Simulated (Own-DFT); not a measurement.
# Strain and stress in 6H (3C twinned every three layers) SiC, 48 atoms (C24Si24)

These are calculations, not measurements. The program, named Own-DFT, is a retired in-house plane-wave density functional code that no person has reviewed. Each row is one single-point run on a periodic cell that was not relaxed, without spin or spin-orbit coupling.

Settings of every run: PBE; PseudoDojo norm-conserving scalar-relativistic files; cutoff 42 hartree; 5 x 5 x 2 k mesh centred on Gamma; Fermi-Dirac smearing of 0.1 eV.

Known limits: forces on such cells passed a denser k mesh, each cell not checked; stress not checked against mesh or cutoff.

Unstrained cell vectors in Å: (4.360, -4.360, 0.000); (0.000, 4.360, -4.360); (8.719, 8.719, 8.719). The unstrained cell has measured lattice constants (interpolated for alloys), not those of this functional. That, the random moves and any unrelaxed bonds set the pressure at no strain. Each run strains this cell uniformly, with the atoms carried along. Every atom was also moved at random, by a Gaussian of width 0.05 Å on each axis. Strain is the symmetric tensor, in per cent. Stress is positive in tension, and the pressure is minus a third of its trace.

```
run  e_xx (%)  e_yy (%)  e_zz (%)  e_yz (%)  e_xz (%)  e_xy (%)  s_xx (GPa)  s_yy (GPa)  s_zz (GPa)  s_yz (GPa)  s_xz (GPa)  s_xy (GPa)  P (GPa)  E (meV/atom)
  1     -1.91     -1.93     -1.32     -1.40      0.20      0.77      -23.82      -19.78      -14.47       -6.98       -0.39        3.92    19.36          74.6
  2      0.47     -0.25     -0.28     -0.69      0.79      1.77       -3.40       -5.97       -6.24       -1.45        2.13        5.93     5.20          12.6
  3      0.79      0.04      1.32      0.89      0.35     -0.17        0.05       -1.96        0.68        2.78        0.69       -0.25     0.41           4.0
  4     -1.45     -0.73     -1.41      0.81     -1.75     -0.22      -13.16      -11.70      -18.18        3.21       -7.84       -3.52    14.34          47.7
  5      1.57      1.36      0.89      0.99      0.83     -1.31        3.99        3.16       -0.06        3.11        2.54       -5.58    -2.36          19.8
  6      0.47      0.81      1.42      1.30     -1.27     -1.28       -0.40        0.43        2.51        4.58       -5.56       -5.29    -0.85           2.5
  7      1.44      0.13     -0.64     -0.96      1.60      0.37       -2.68       -2.84       -7.57       -4.37        8.22        1.19     4.36          39.4
  8     -0.28      0.16      1.55     -1.66     -1.84     -1.53       -5.57       -3.25        1.81       -8.82       -9.23       -7.87     2.34          24.2
  9     -1.05      1.89      1.56      1.08     -0.12     -0.37       -4.84        2.78        2.13        4.12       -0.27       -1.27    -0.02          10.8
 10      0.81      0.67     -1.52      1.87      0.43      1.54       -0.63       -6.11      -11.05        9.55        3.52        5.85     5.93          31.0
 11      1.95      1.24      1.12     -1.90      1.35     -0.95        3.72        4.14        2.58       -7.82        4.96       -2.96    -3.48          18.1
 12     -1.65      1.99     -0.97     -0.10      0.89     -1.59      -14.85        2.26       -9.53       -1.89        4.34       -6.57     7.37          42.2
 13     -0.14      0.63      0.63      0.30      0.27     -0.43       -5.62       -1.57       -1.15       -0.53        1.49       -2.55     2.78          17.5
 14     -0.32      1.45     -0.91      1.52     -0.27      0.65       -5.49        0.42       -7.94        5.94       -0.61        2.39     4.34           0.0
 15     -1.34     -0.13      1.35     -0.89      0.30     -1.90      -11.31       -5.81       -1.30       -5.90        0.60      -10.07     6.14          28.6
 16      0.67      1.13      0.07     -1.06      1.04      1.97           ?           ?           ?           ?           ?           ?        ?             ?
```

E is the free energy for each atom above the lowest run shown.

## Worked fit

Each stress component was fitted by least squares to a constant and the strains of the runs shown, as fractions, with shears doubled. Shear strains stay in the fit of a normal stress only where such slopes are resolved. The slopes, in GPa:

| stress | at no strain | per e_xx | per e_yy | per e_zz | scatter |
|---|---|---|---|---|---|
| s_xx | -6.5 | 470 ± 52 | 178 ± 62 | 123 ± 53 | 2.28 |
| s_yy | -5.6 | 111 ± 29 | 479 ± 34 | 128 ± 29 | 1.26 |
| s_zz | -5.9 | 95 ± 31 | 111 ± 37 | 471 ± 32 | 1.37 |

Each shear stress against twice its own strain: yz 205 ± 11, xz 220 ± 15, xy 215 ± 21 GPa. These are stiffnesses along x, y and z of the frame in which the cell vectors are given, which need not be the crystal's axes. The atoms are held to the strained lattice; where symmetry lets them move under strain, relaxing them would lower some slopes. The table should be nearly symmetric about its diagonal, and what it lacks of that shows the noise. A ninth of its sum, 241 ± 7 GPa, estimates the bulk modulus near the mean pressure of these runs, 4.4 GPa, so it lies above the value at zero pressure.

## Withheld run

Question: what normal stresses and pressure should run 16 give?

The fit gives s_xx = -1.3, s_yy = 0.7, s_zz = -3.7 and P = 1.4 GPa. The calculation gave -3.25, 0.19, -2.40 and P = 1.82 GPa.
